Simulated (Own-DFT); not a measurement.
# Computed records: Al3GaN4 (wurtzite random alloy, strained, atoms displaced)

A calculation, not a measurement: plane-wave PBE density functional theory by an unreviewed code, no spin, of a simulated periodic cell, stress positive in tension, free energy of the whole cell less one offset for each atom, forces on such cells passed a denser k mesh, this cell's mesh not checked; offsets are fitted by least squares, one for each functional and potential file, so energies compare only between cells with the same atoms and settings and are not formation energies; the far tail of each file's local potential was reset to the Coulomb form; each entry is a single point on an unrelaxed cell, so the pressure reflects the starting lattice, mostly measured values, from which strain is counted, and rises with the displacements; printed positions are rounded, which can move forces by about a meV/angstrom; the program is a retired in-house code; no spin-orbit coupling. Program: Own-DFT development build.

Al3GaN4 (wurtzite random alloy, strained, atoms displaced)

```
CELL_PARAMETERS angstrom
9.39380 0.00000 0.00000
-4.69690 8.13520 -0.06100
0.00000 -0.07550 10.06550
ATOMIC_POSITIONS crystal
Al 0.10325 0.21779 0.99275
Al 0.22415 0.11574 0.25879
N 0.11119 0.21741 0.18732
N 0.20983 0.10662 0.44330
Al 0.11938 0.22801 0.50622
Al 0.22368 0.10869 0.75610
N 0.10958 0.22198 0.69577
N 0.22791 0.11651 0.93930
Ga 0.11703 0.55601 0.00196
Al 0.23709 0.44355 0.25073
N 0.10976 0.55930 0.18742
N 0.23051 0.44436 0.44887
Al 0.11948 0.56864 0.49983
Al 0.22115 0.43856 0.74815
N 0.10245 0.55227 0.68870
N 0.22397 0.44931 0.94749
Al 0.09861 0.87760 0.99721
Ga 0.22304 0.77812 0.24870
N 0.10033 0.87416 0.18947
N 0.23010 0.78316 0.44005
Al 0.11418 0.89062 0.50164
Al 0.22487 0.77741 0.75929
N 0.11678 0.88708 0.68442
N 0.22516 0.78374 0.93227
Al 0.44625 0.22716 0.00668
Al 0.56615 0.11546 0.24717
N 0.45852 0.22754 0.18883
N 0.56127 0.11501 0.44806
Al 0.44145 0.22479 0.50218
Al 0.54982 0.10757 0.75661
N 0.44308 0.22113 0.69934
N 0.55438 0.11041 0.94034
Al 0.44510 0.54819 0.99807
Al 0.54752 0.44483 0.24352
N 0.43638 0.55331 0.18246
N 0.54414 0.43565 0.44086
Al 0.43567 0.55011 0.49715
Al 0.55315 0.44544 0.75391
N 0.44551 0.55291 0.68931
N 0.55076 0.44788 0.94804
Ga 0.44423 0.89202 0.99991
Al 0.55566 0.77891 0.25169
N 0.42707 0.87754 0.18808
N 0.56220 0.79009 0.44291
Ga 0.45071 0.88923 0.49891
Al 0.54784 0.78468 0.74369
N 0.43868 0.88535 0.68843
N 0.56458 0.77775 0.93984
Ga 0.77351 0.21867 0.00733
Ga 0.88650 0.10562 0.24450
N 0.77606 0.22798 0.18593
N 0.89239 0.10694 0.43601
Ga 0.77942 0.22162 0.50926
Al 0.89252 0.10453 0.74404
N 0.78970 0.22564 0.68610
N 0.89398 0.10898 0.93898
Ga 0.79464 0.55515 0.00128
Ga 0.89038 0.45286 0.24696
N 0.77589 0.54950 0.18434
N 0.89887 0.45025 0.43429
Al 0.77519 0.54931 0.49609
Al 0.88473 0.43600 0.74798
N 0.77784 0.56755 0.70117
N 0.88959 0.44868 0.94542
Al 0.76840 0.89569 0.00803
Al 0.88305 0.77584 0.24510
N 0.77717 0.89111 0.18395
N 0.88635 0.78036 0.43794
Al 0.77871 0.89212 0.50138
Al 0.89456 0.77473 0.75484
N 0.77893 0.88265 0.68812
N 0.89428 0.78698 0.94132
```

```
functional                        : PBE
potential files                   : PseudoDojo norm-conserving, scalar-relativistic, standard set with the stringent files for Ga
wave cutoff                       : 96 hartree
occupations                       : Gaussian
smearing width                    : 0.01 eV
k mesh                            : 4 x 4 x 3 centred on Gamma
free energy of cell above offsets : -21.564 eV
pressure                          : 7 GPa
stress xx                         : -7.63 GPa
stress yy                         : -5.06 GPa
stress zz                         : -8.33 GPa
stress yz                         : -2.15 GPa
stress xz                         : 0.3 GPa
stress xy                         : -0.73 GPa
```

Force:
| element | x (eV/Å) | y (eV/Å) | z (eV/Å) |
| --- | --- | --- | --- |
| Al | 2.006 | 1.084 | 1.132 |
| Al | 0.271 | -1.387 | -1.792 |
| N | 0.767 | 1.064 | -0.078 |
| N | 1.958 | 0.804 | 0.055 |
| Al | -1.591 | -0.935 | -0.305 |
| Al | -0.21 | -0.226 | -0.69 |
| N | 1.11 | -0.515 | -0.627 |
| N | -0.407 | -0.918 | 0.881 |
| Ga | -0.991 | 0.841 | -0.328 |
| Al | -3.707 | -1.012 | 0.208 |
| N | 1.933 | -1.448 | 1.209 |
| N | -2.461 | -0.283 | -1.933 |
| Al | -0.129 | -1.258 | 0.241 |
| Al | -0.567 | 1.551 | 0.697 |
| N | 1.313 | 0.384 | 0.344 |
| N | 1.45 | -1.779 | -2.041 |
| Al | 1.975 | 2.411 | 1.111 |
| Ga | -1.957 | -0.809 | 1.032 |
| N | -0.612 | 2.324 | -0.432 |
| N | -1.139 | -0.321 | 0.385 |
| Al | -0.585 | -0.881 | -0.657 |
| Al | -0.804 | -0.62 | -3.387 |
| N | -0.445 | 0.247 | 1.575 |
| N | -0.862 | -0.396 | 2.203 |
| Al | -0.199 | -0.306 | -1.348 |
| Al | -1.433 | -0.98 | 1.32 |
| N | -1.564 | -1.088 | 1.177 |
| N | -1.611 | 0.381 | -1.818 |
| Al | 0.469 | -1.314 | 0.592 |
| Al | 0.652 | 0.384 | -1.263 |
| N | 0.297 | 0.332 | -1.19 |
| N | -0.69 | 0.908 | -0.151 |
| Al | -1.677 | 2.106 | -0.302 |
| Al | 1.548 | 0.241 | 0.479 |
| N | 1.989 | 1.303 | 1.355 |
| N | 0.595 | 1.333 | -0.888 |
| Al | 2.699 | 2.07 | 1.598 |
| Al | 0.418 | 0.462 | 0.498 |
| N | -1.081 | 0.43 | -0.075 |
| N | 2.182 | -1.432 | -1.273 |
| Ga | 0.538 | -1.073 | -0.109 |
| Al | -0.622 | 0.021 | -0.457 |
| N | 4.205 | 2.868 | 0.418 |
| N | 1.586 | -2.886 | -1.54 |
| Ga | -1.695 | 1.205 | 0.43 |
| Al | 2.866 | -1.471 | 1.143 |
| N | -0.232 | 0.987 | 1.236 |
| N | -1.826 | -0.72 | -0.749 |
| Ga | 0.889 | 0.724 | -2.618 |
| Ga | 0.091 | 1.931 | 1.217 |
| N | 0.802 | -1.131 | 2.063 |
| N | 0.173 | 0.763 | 1.216 |
| Ga | 0.98 | 0.612 | -3.149 |
| Al | -0.889 | -0.243 | 0.959 |
| N | -1.121 | -1.56 | 3.51 |
| N | -1.651 | -0.466 | -0.652 |
| Ga | -4.407 | 2.015 | -0.439 |
| Ga | 1.075 | -0.666 | 0.54 |
| N | -2.602 | 1.462 | 1.896 |
| N | -0.646 | 0.157 | 1.722 |
| Al | -0.29 | 1.21 | 0.689 |
| Al | -0.446 | 1.933 | 0.894 |
| N | 0.86 | -3.539 | -1.837 |
| N | 2.909 | -2.552 | -2.807 |
| Al | 2.308 | -0.479 | -2.744 |
| Al | 0.543 | -0.245 | 0.709 |
| N | -0.696 | -2.12 | 1.484 |
| N | 0.407 | -0.972 | -0.224 |
| Al | 1.048 | -0.245 | 0.037 |
| Al | -0.715 | 1.867 | -0.347 |
| N | -0.695 | 0.608 | 0.272 |
| N | -1.657 | -0.748 | -0.273 |
